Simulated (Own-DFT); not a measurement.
# Strain and stress in 6H (3C twinned every three layers) SiC, 48 atoms (C24Si24)

All numbers below are calculated, not measured. The program, named Own-DFT, is a retired in-house plane-wave density functional code that no person has reviewed. Each row is one single-point run on a periodic cell that was not relaxed, without spin or spin-orbit coupling.

Settings of every run: PBE; PseudoDojo norm-conserving scalar-relativistic files; cutoff 42 hartree; 5 x 5 x 2 k mesh centred on Gamma; Fermi-Dirac smearing of 0.1 eV.

Known limits: forces on such cells passed a denser k mesh, each cell not checked; stress not checked against mesh or cutoff.

Unstrained cell vectors in Å: (4.360, -4.360, 0.000); (0.000, 4.360, -4.360); (8.719, 8.719, 8.719). The unstrained cell has measured lattice constants (interpolated for alloys), not those of this functional. That, the random moves and any unrelaxed bonds set the pressure at no strain. Each run strains this cell uniformly, with the atoms carried along. Every atom was also moved at random, by a Gaussian of width 0.05 Å on each axis. Strain is the symmetric tensor, in per cent. Stress is positive in tension, and the pressure is minus a third of its trace.

```
run,e_xx (%),e_yy (%),e_zz (%),e_yz (%),e_xz (%),e_xy (%),s_xx (GPa),s_yy (GPa),s_zz (GPa),s_yz (GPa),s_xz (GPa),s_xy (GPa),P (GPa),E (meV/atom)
1,-1.21,-1.05,-1.27,-0.51,0.00,-0.38,-14.24,-14.95,-14.03,-2.56,-1.80,-3.88,14.41,25.9
2,1.97,-0.87,1.38,-0.45,1.29,-1.81,4.69,-6.51,1.50,-2.18,4.39,-7.47,0.11,14.1
3,0.59,-0.98,0.07,-1.87,-0.50,0.94,-2.45,-9.13,-5.15,-7.69,-3.05,1.27,5.58,5.0
4,0.87,0.35,-1.95,-0.49,-1.28,0.76,-4.66,-7.13,-13.06,-3.52,-8.84,1.10,8.28,46.6
5,1.89,-0.79,-0.58,-1.15,0.26,-1.44,1.60,-7.38,-5.78,-5.01,-1.66,-6.77,3.86,2.4
6,1.43,0.49,1.56,-1.50,-1.03,1.39,2.41,-2.32,3.98,-7.70,-4.88,4.24,-1.36,14.8
7,-0.41,-1.73,1.95,-0.61,0.52,0.70,-8.36,-11.86,1.55,-3.79,3.74,5.18,6.22,26.7
8,0.68,-1.60,-1.99,-1.48,0.20,1.99,-7.14,-15.38,-14.61,-4.55,-0.99,6.71,12.38,30.5
9,0.59,1.12,-0.24,1.99,-1.92,0.65,-1.78,-1.66,-4.43,9.20,-6.33,3.92,2.62,16.7
10,-0.41,0.69,-1.92,0.31,-1.16,-0.55,-7.22,-4.74,-14.46,-1.71,-5.54,-4.19,8.81,6.0
11,-1.09,0.76,-1.18,-1.45,1.99,1.26,-13.50,-4.01,-10.17,-6.77,9.27,7.78,9.23,29.7
12,-0.53,0.92,0.96,0.89,1.28,1.37,-6.85,-1.44,0.66,4.72,5.86,7.77,2.55,0.0
13,-1.05,1.75,-0.18,0.39,-1.29,1.98,-9.43,1.76,-6.00,1.69,-3.97,8.76,4.56,19.0
14,-0.68,-0.30,0.38,0.52,-0.95,0.61,-8.22,-7.86,-4.86,3.09,-4.62,3.21,6.98,21.0
15,1.02,1.65,1.02,-1.11,1.10,1.63,-0.62,4.12,3.01,-3.72,5.56,7.52,-2.17,15.0
16,1.38,-1.08,0.79,-0.21,1.65,1.20,?,?,?,?,?,?,?,?
```

E is the free energy for each atom above the lowest run shown.

## Worked fit

Each stress component was fitted by least squares to a constant and the strains of the runs shown, as fractions, with shears doubled. Shear strains stay in the fit of a normal stress only where such slopes are resolved. The slopes, in GPa:

| stress | at no strain | per e_xx | per e_yy | per e_zz | scatter |
|---|---|---|---|---|---|
| s_xx | -6.1 | 472 ± 33 | 77 ± 31 | 99 ± 27 | 1.29 |
| s_yy | -6.1 | 88 ± 27 | 464 ± 25 | 116 ± 22 | 1.06 |
| s_zz | -5.2 | 116 ± 18 | 108 ± 17 | 460 ± 14 | 0.70 |

Each shear stress against twice its own strain: yz 252 ± 21, xz 220 ± 16, xy 227 ± 17 GPa. These are stiffnesses along x, y and z of the frame in which the cell vectors are given, which need not be the crystal's axes. The atoms are held to the strained lattice; where symmetry lets them move under strain, relaxing them would lower some slopes. The table should be nearly symmetric about its diagonal, and what it lacks of that shows the noise. A ninth of its sum, 222 ± 7 GPa, estimates the bulk modulus near the mean pressure of these runs, 5.5 GPa, so it lies above the value at zero pressure.

## Withheld run

Question: what normal stresses and pressure should run 16 give?

The fit gives s_xx = 0.3, s_yy = -9.0, s_zz = -1.1 and P = 3.3 GPa. The calculation gave -0.58, -9.79, 0.64 and P = 3.24 GPa.
